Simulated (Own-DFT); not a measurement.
# Computed records: Al32O47 (corundum with one vacancy, atoms displaced)

All values are calculated (Own-DFT development build). A calculation, not a measurement: plane-wave PBE density functional theory by an unreviewed code, no spin, of a simulated periodic cell, stress positive in tension, free energy of the whole cell less one offset for each atom, defect cell not probed for a lower state with spin; oxygen file: force components 24 meV/angstrom off all-electron in one glass; forces on such cells passed a denser k mesh, this cell's mesh not checked; offsets are fitted by least squares, one for each functional and potential file, so energies compare only between cells with the same atoms and settings and are not formation energies; the far tail of each file's local potential was reset to the Coulomb form; each entry is a single point on an unrelaxed cell, so the pressure reflects the starting lattice, mostly measured values, from which strain is counted, and rises with the displacements; printed positions are rounded, which can move forces by about a meV/angstrom; the program is a retired in-house code; no spin-orbit coupling; before rounding, a Quantum ESPRESSO 7.3.1 run of the same cell and cutoff gave forces within 1 meV/angstrom rms on each cell, which checks the program and not the settings.

```yaml
- formula: Al32O47
  kind: "corundum with one vacancy, atoms displaced"
  structure:
    cell_angstrom:
      - [5.494, 0.0, 8.6604]
      - [-2.747, 4.7579, 8.6604]
      - [-2.747, -4.7579, 8.6604]
    atoms_fractional:
      - [Al, 0.17287, 0.19248, 0.17157]
      - [Al, 0.32042, 0.32157, 0.32405]
      - [Al, 0.42582, 0.43662, 0.43334]
      - [Al, 0.06946, 0.0965, 0.05989]
      - [O, 0.26152, 0.47681, 0.14008]
      - [O, 0.47568, 0.13987, 0.26471]
      - [O, 0.12796, 0.25946, 0.47197]
      - [O, 0.22526, 0.02935, 0.36776]
      - [O, 0.04967, 0.35323, 0.22288]
      - [O, 0.37312, 0.22161, 0.03163]
      - [Al, 0.1892, 0.1798, 0.6684]
      - [Al, 0.32879, 0.31905, 0.82822]
      - [Al, 0.40708, 0.41684, 0.94407]
      - [Al, 0.0679, 0.08119, 0.57704]
      - [O, 0.27697, 0.47797, 0.61193]
      - [O, 0.46563, 0.14493, 0.77068]
      - [O, 0.12911, 0.29538, 0.95069]
      - [O, 0.22043, 0.02323, 0.88126]
      - [O, 0.02729, 0.37696, 0.71282]
      - [O, 0.35873, 0.23957, 0.52438]
      - [Al, 0.17559, 0.6756, 0.16302]
      - [Al, 0.3297, 0.80305, 0.32061]
      - [Al, 0.42268, 0.92436, 0.43417]
      - [Al, 0.06469, 0.58496, 0.06658]
      - [O, 0.26845, 0.98788, 0.13624]
      - [O, 0.46722, 0.63423, 0.2622]
      - [O, 0.12316, 0.77504, 0.47572]
      - [O, 0.22207, 0.5294, 0.39144]
      - [O, 0.02886, 0.88565, 0.20254]
      - [O, 0.3821, 0.72979, 0.02582]
      - [Al, 0.19087, 0.67616, 0.66815]
      - [Al, 0.34186, 0.81948, 0.81782]
      - [Al, 0.4228, 0.92182, 0.9292]
      - [Al, 0.08083, 0.55734, 0.58513]
      - [O, 0.27627, 0.96931, 0.61887]
      - [O, 0.47524, 0.61938, 0.78319]
      - [O, 0.1077, 0.76988, 0.99502]
      - [O, 0.21074, 0.53789, 0.87285]
      - [O, 0.02477, 0.8706, 0.72623]
      - [O, 0.37913, 0.71145, 0.52545]
      - [Al, 0.66884, 0.16803, 0.17543]
      - [Al, 0.81114, 0.32934, 0.32024]
      - [Al, 0.92875, 0.44315, 0.4067]
      - [Al, 0.56455, 0.07437, 0.08339]
      - [O, 0.95839, 0.12621, 0.27954]
      - [O, 0.61746, 0.2588, 0.49485]
      - [O, 0.72102, 0.03698, 0.37925]
      - [O, 0.51983, 0.37481, 0.23056]
      - [O, 0.87966, 0.21146, 0.02966]
      - [Al, 0.67938, 0.17978, 0.67178]
      - [Al, 0.81002, 0.31883, 0.82418]
      - [Al, 0.90336, 0.44315, 0.93711]
      - [Al, 0.57184, 0.06833, 0.57829]
      - [O, 0.76653, 0.47833, 0.63096]
      - [O, 0.96701, 0.11948, 0.77902]
      - [O, 0.62863, 0.27271, 0.9689]
      - [O, 0.72748, 0.03611, 0.87818]
      - [O, 0.53605, 0.35968, 0.72272]
      - [O, 0.87117, 0.2293, 0.52014]
      - [Al, 0.68089, 0.68331, 0.17057]
      - [Al, 0.81667, 0.83186, 0.32035]
      - [Al, 0.93852, 0.90973, 0.43389]
      - [Al, 0.58758, 0.5719, 0.0634]
      - [O, 0.78529, 0.98016, 0.11168]
      - [O, 0.97116, 0.62514, 0.26464]
      - [O, 0.62865, 0.78486, 0.46581]
      - [O, 0.72148, 0.51731, 0.39463]
      - [O, 0.51981, 0.87293, 0.22067]
      - [O, 0.87672, 0.69822, 0.04651]
      - [Al, 0.65307, 0.68964, 0.69399]
      - [Al, 0.82334, 0.83352, 0.82301]
      - [Al, 0.92954, 0.92401, 0.92433]
      - [Al, 0.57001, 0.58051, 0.57046]
      - [O, 0.78307, 0.97117, 0.61904]
      - [O, 0.96346, 0.634, 0.78283]
      - [O, 0.62431, 0.77432, 0.96717]
      - [O, 0.71901, 0.52097, 0.87625]
      - [O, 0.53916, 0.85545, 0.72596]
      - [O, 0.87101, 0.72146, 0.52152]
  settings:
    functional: PBE
    potential_files: "PseudoDojo norm-conserving, scalar-relativistic, standard set"
    "wave_cutoff [hartree]": 72.0
    occupations: Fermi-Dirac
    "smearing_width [eV]": 0.1
    k_mesh: "3 x 3 x 3 centred on Gamma"
  results: {}
```

Q: Give the missing stress yy for Al32O47 (corundum with one vacancy, atoms displaced).
A: -11.38 GPa

Further results for Al32O47 (corundum with one vacancy, atoms displaced):

* free energy of cell above offsets: -43.455 eV
* pressure: 13.35 GPa
* stress xx: -17.29 GPa
* stress zz: -11.38 GPa
* stress yz: -1.91 GPa
* stress xz: 1.43 GPa
* stress xy: 0.34 GPa

Force:
```csv
element,x (eV/Å),y (eV/Å),z (eV/Å)
Al,4.304,-4.96,-4.332
Al,-1.271,-0.056,2.263
Al,2.596,0.476,-3.599
Al,0.272,-3.158,0.821
O,2.723,0.632,-1.301
O,-0.418,-2.802,-2.218
O,-0.59,2.447,2.178
O,-0.376,-1.652,1.293
O,-6.907,4.638,3.361
O,0.08,0.8,0.313
Al,-3.419,-1.231,-1.675
Al,-0.604,2.145,-0.362
Al,1.618,1.63,1.85
Al,0.284,0.375,-2.116
O,-1.737,-2.902,4.154
O,1.999,-4.332,-2.972
O,-1.511,-1.598,-0.527
O,1.905,1.584,-0.674
O,-0.436,-1.797,-0.401
O,3.321,-1.833,0.889
Al,-1.95,-1.249,4.073
Al,-4.146,3.117,2.3
Al,0.466,2.017,-2.099
Al,2.39,-2.818,0.734
O,2.11,0.972,-2.643
O,2.719,-2.127,0.274
O,1.445,-0.526,1.343
O,1.1,2.895,-3.298
O,0.078,-1.766,0.308
O,-0.358,-0.903,-2.482
Al,-2.829,-0.286,-2.175
Al,-3.387,-0.296,-1.468
Al,-1.941,0.508,2.349
Al,-2.228,1.805,-0.489
O,-0.107,-2.262,2.444
O,-1.586,-0.024,-0.956
O,2.658,3.928,-0.532
O,1.746,-1.131,1.037
O,0.389,0.119,0.958
O,0.751,0.84,1.128
Al,0.963,1.108,4.339
Al,1.076,-1.685,-0.185
Al,-0.314,-4.658,-0.428
Al,1.626,0.367,-0.706
O,0.422,1.12,0.998
O,0.039,4.534,0.326
O,0.099,0.112,-2.785
O,1.334,1.271,0.31
O,-2.371,2.339,-0.824
Al,1.354,-0.756,-0.421
Al,2.448,1.294,1.974
Al,2.347,-0.42,-0.299
Al,0.368,1.549,0.834
O,0.959,0.672,-0.639
O,0.536,0.67,1.05
O,-2.86,-0.286,-0.915
O,0.1,-0.882,-2.689
O,-3.569,1.795,2.013
O,0.515,-0.985,0.306
Al,-1.718,-1.82,-1.362
Al,1.941,-0.101,2.192
Al,-1.385,2.704,-1.983
Al,-2.458,-2.084,-0.63
O,-1.445,-2.253,-0.629
O,-1.826,-0.083,1.671
O,-2.158,-0.284,-1.667
O,0.604,3.466,-2.564
O,1.071,0.25,1.601
O,-1.85,3.568,-1.342
Al,12.23,-3.441,-5.014
Al,0.542,0.332,-1.394
Al,-0.421,0.625,0.69
Al,1.05,-2.734,1.539
O,-1.326,-1.728,0.894
O,0.534,-0.665,-0.931
O,0.829,0.779,1.904
O,-0.285,-0.002,0.812
O,-8.157,5.623,5.147
O,0.01,-0.534,1.052
```
